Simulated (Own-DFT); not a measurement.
# Strain and stress in wurtzite AlN, 128 atoms (Al64N64)

Calculated results; nothing here was measured. The program, named Own-DFT, is a retired in-house plane-wave density functional code that no person has reviewed. Each row is one single-point run on a periodic cell that was not relaxed, without spin or spin-orbit coupling.

Settings of every run: PBE; PseudoDojo norm-conserving scalar-relativistic files; cutoff 42 hartree; 3 x 3 x 3 k mesh centred on Gamma; Gaussian smearing of 0.01 eV.

Known limits: k mesh not checked against a denser one; stress not checked against mesh or cutoff.

Unstrained cell vectors in Å: (12.448, 0.000, 0.000); (-6.224, 10.780, 0.000); (0.000, 0.000, 9.964). The unstrained cell has measured lattice constants (interpolated for alloys), not those of this functional. That, the random moves and any unrelaxed bonds set the pressure at no strain. Each run strains this cell uniformly, with the atoms carried along. Every atom was also moved at random, by a Gaussian of width 0.05 Å on each axis. Strain is the symmetric tensor, in per cent. Stress is positive in tension, and the pressure is minus a third of its trace.

| run | e_xx (%) | e_yy (%) | e_zz (%) | s_xx (GPa) | s_yy (GPa) | s_zz (GPa) | P (GPa) | E (meV/atom) |
|---|---|---|---|---|---|---|---|---|
| 1 | 0.00 | 0.00 | 0.25 | -5.06 | -7.05 | -4.13 | 5.41 | 7.6 |
| 2 | 0.00 | 0.00 | 3.00 | -4.27 | -3.64 | 7.04 | 0.29 | 8.8 |
| 3 | 0.00 | 0.00 | -1.00 | -6.86 | -5.14 | -11.33 | 7.78 | 11.7 |
| 4 | 0.00 | 0.00 | -0.50 | -5.11 | -6.41 | -9.34 | 6.95 | 13.1 |
| 5 | 0.00 | 0.00 | 2.25 | -4.50 | -5.17 | 4.85 | 1.61 | 4.5 |
| 6 | 0.00 | 0.00 | 1.75 | -3.69 | -3.63 | -0.71 | 2.67 | 16.3 |
| 7 | 0.00 | 0.00 | 1.00 | -4.47 | -5.46 | -0.85 | 3.59 | 0.0 |
| 8 | 0.00 | 0.00 | -1.75 | -6.20 | -7.49 | -12.98 | 8.89 | 6.7 |
| 9 | 0.00 | 0.00 | -1.50 | ? | ? | ? | ? | ? |

E is the free energy for each atom above the lowest run shown.

## Worked fit

The change of volume is close to e_xx + e_yy + e_zz. A straight line through the runs shown gives P = 5.81 - 186 x (fractional change of volume) GPa, with an error of 5 on the slope and a scatter of 0.20 GPa. The strain isn't the same on all axes and the cell isn't cubic, so the slope belongs to this path and is not the bulk modulus.

## Withheld run

Question: what pressure should run 9 give? Its volume changes by -1.50 %.

The line gives 8.6 GPa. The calculation gave 8.41 GPa.
